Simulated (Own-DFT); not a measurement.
# Response to strain: 4H SiC, 72 atoms (C36Si36)

Source: density functional calculations with Own-DFT, an unreviewed in-house program that is no longer used. Nothing was measured or relaxed, and spin and spin-orbit coupling are left out.

All runs used: PBE; PseudoDojo norm-conserving scalar-relativistic files; cutoff 42 hartree; 4 x 4 x 3 k mesh centred on Gamma; Fermi-Dirac smearing of 0.1 eV.

Known weak points: forces on such cells passed a denser k mesh, each cell not checked; stress not checked against mesh or cutoff.

Unstrained cell vectors in Å: (9.248, 0.000, 0.000); (-4.624, 8.009, 0.000); (0.000, 0.000, 10.068). The unstrained cell has measured lattice constants (interpolated for alloys), not those of this functional. That, the random moves and any unrelaxed bonds set the pressure at no strain. In each run the cell takes a homogeneous strain; fractional positions stay. All atoms carry random offsets, Gaussian with a width of 0.05 Å per axis. Strains are tensor components in per cent; tension counts as positive stress, and P is minus the mean normal stress.

```
run  e_xx (%)  e_yy (%)  e_zz (%)  e_yz (%)  e_xz (%)  e_xy (%)  s_xx (GPa)  s_yy (GPa)  s_zz (GPa)  s_yz (GPa)  s_xz (GPa)  s_xy (GPa)  P (GPa)  E (meV/atom)
  1      0.39      0.20      0.93      1.47      0.65      0.98       -2.86       -2.30       -0.04        3.49        2.62        5.01     1.73           3.6
  2      0.41     -1.30     -1.08      0.57      0.16      1.68       -5.58      -12.36      -11.50        1.89        0.92        8.50     9.81          16.1
  3      1.40     -0.45     -0.17      0.98      1.50      1.57        1.05       -5.94       -5.60        2.88        3.86        7.38     3.50          16.2
  4     -1.99      1.16     -1.71     -1.87      0.87     -0.24      -14.10       -2.32      -20.64       -7.04        2.48       -1.53    12.36          69.8
  5      0.46     -1.77      1.16      0.56      0.02      0.69       -3.37      -14.08       -1.72        3.04        0.64        3.35     6.39          32.3
  6     -0.69      0.21     -1.95     -0.77     -1.67      0.33       -9.70       -4.30      -19.47       -3.65       -5.79        1.89    11.16          37.4
  7     -1.46     -0.95      1.06     -1.38     -1.20      1.96      -15.34      -13.10       -0.62       -5.38       -3.87        9.80     9.69          62.6
  8     -1.13     -1.66     -0.52      1.42     -1.18     -1.77      -13.85      -14.98      -12.75        5.15       -4.49       -9.12    13.86          46.4
  9     -0.60     -0.28     -0.17     -0.35     -1.30     -0.31       -9.21       -6.92       -7.34       -1.66       -3.55       -1.92     7.82          30.4
 10     -0.05      0.33     -0.69      0.24     -1.80     -1.19       -6.64       -3.54       -9.39        0.61       -7.54       -7.82     6.52          22.9
 11     -0.72     -1.11      1.77      1.81      0.64     -1.83      -10.62      -14.31        3.80        7.12        3.09       -9.77     7.04          64.1
 12     -1.72      1.92     -1.32      1.40      1.34      0.34      -14.43        4.70      -16.03        5.21        5.64        0.12     8.59          35.8
 13      1.87      0.28      0.94     -1.49     -0.13     -0.59        5.63       -0.88       -0.87       -4.97       -0.20       -2.18    -1.29          11.4
 14     -0.92     -1.34     -1.66     -1.05      1.27      0.20      -12.96      -13.27      -20.48       -3.29        5.14        2.84    15.57          65.1
 15     -1.15      1.64     -0.42      1.96     -0.99     -1.09       -8.59        3.62      -10.93        7.28       -3.77       -4.66     5.30          21.2
 16     -0.30      0.43     -0.07     -0.50      1.08     -0.67       -5.64       -2.49       -6.30       -1.70        3.77       -3.94     4.81           0.0
 17      0.86     -1.31     -1.36     -0.88      1.21     -1.73           ?           ?           ?           ?           ?           ?        ?             ?
```

E is the free energy per atom, counted from the lowest run shown.

## Worked fit

Least squares on the runs shown: each stress against a constant and the strains, taken as fractions with shears doubled. Shear strains stay in the fit of a normal stress only where such slopes are resolved. The slopes, in GPa:

```
stress  at no strain  per e_xx  per e_yy  per e_zz  scatter
  s_xx          -5.4  549 ± 26  130 ± 24   37 ± 25     0.98
  s_yy          -4.9  149 ± 24  581 ± 22  -22 ± 23     0.92
  s_zz          -6.7  106 ± 41   37 ± 38  631 ± 39     1.55
```

The slope of each shear stress on twice its own strain, from a fit on all six strains: yz 176 ± 8, xz 180 ± 10, xy 251 ± 12 GPa. These are stiffnesses along x, y and z of the frame in which the cell vectors are given, with the crystal's c axis along z: C11, C12, C13 and C33. Hexagonal symmetry asks that xx and yy behave alike, which is a second check on the noise. The atoms are held to the strained lattice; where symmetry lets them move under strain, relaxing them would lower some slopes. The table should be nearly symmetric about its diagonal, and what it lacks of that shows the noise. A ninth of the table's sum, 244 ± 8 GPa, estimates the bulk modulus near the mean pressure of these runs, 7.7 GPa, so it lies above the value at zero pressure.

## Check

Asked: what normal stresses and pressure should run 17 give?

Estimate: s_xx = -2.9, s_yy = -10.9, s_zz = -14.9 and P = 9.6 GPa. The run itself gave 0.09, -12.58, -15.82 and P = 9.44 GPa.
